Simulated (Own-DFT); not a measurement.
# What a defect does to the pressure of its cell: zincblende GaAs

Everything here is calculated. The program is Own-DFT (plane waves, in-house, since retired, never reviewed by a person); positions were held fixed, and spin and spin-orbit coupling were off.

Method: PBE; PseudoDojo norm-conserving scalar-relativistic files; cutoff 42 hartree; 3 x 3 x 3 k mesh centred on Gamma; Fermi-Dirac smearing of 0.1 eV.

Caveats (not all hold for every row): not probed for a lower state with spin; forces not confirmed at this smearing and k mesh; stress not checked against mesh or cutoff.

All runs share one cell, with vectors in Å (10.862, 0.000, 0.000); (0.000, 10.862, 0.000); (0.000, 0.000, 11.796) and a volume of 1391.7 Å³, strained against the parent crystal. u is the rms random offset of the atoms per axis. The defect's site can differ from row to row.

```
cell,formula,u (Å),P (GPa)
no defect,As32Ga32,0.0296,6.67
no defect,As32Ga32,0.0458,7.00
no defect,As32Ga32,0.0515,7.06
one Al on a Ga site,AlAs32Ga31,0.0286,6.65
one Al on a Ga site,AlAs32Ga31,0.0286,6.66
one Al on a Ga site,AlAs32Ga31,0.0505,7.13
one As vacancy and one Ga vacancy,As31Ga31,0.0277,5.94
one As vacancy and one Ga vacancy,As31Ga31,0.0318,5.90
one As vacancy and one Ga vacancy,As31Ga31,0.0466,6.23
one As vacancy and one Ga vacancy,As31Ga31,0.0499,?
one P on an As site,As31Ga32P,0.0279,6.34
one P on an As site,As31Ga32P,0.0505,6.85
one P on an As site,As31Ga32P,0.0527,6.86
one In on a Ga site,As32Ga31In,0.0289,7.41
one In on a Ga site,As32Ga31In,0.0299,7.46
one In on a Ga site,As32Ga31In,0.0313,7.44
```

## What the rows give

P = P0 + c u² + a shift for each defect gives P0 = 6.43 GPa, c = 257 ± 14 GPa/Å² and a scatter of 0.04 GPa. The shifts, and each times the cell's volume:

- one In on a Ga site: 0.78 ± 0.03 GPa, 6.7 eV
- one Al on a Ga site: 0.03 ± 0.03 GPa, 0.2 eV (not resolved)
- one P on an As site: -0.27 ± 0.03 GPa, -2.3 eV
- one As vacancy and one Ga vacancy: -0.74 ± 0.03 GPa, -6.5 eV

Against the defect-free cell, a freed cell would be larger where the shift is positive and smaller where it is negative (160.2 GPa Å³ is 1 eV). The atoms around the defects weren't relaxed, which would change these numbers.

## Withheld run

The question: what pressure belongs in the blank (one As vacancy and one Ga vacancy, u = 0.0499 Å)?

The fitted form gives 6.33 ± 0.05 GPa. The run itself gave 6.31 GPa.
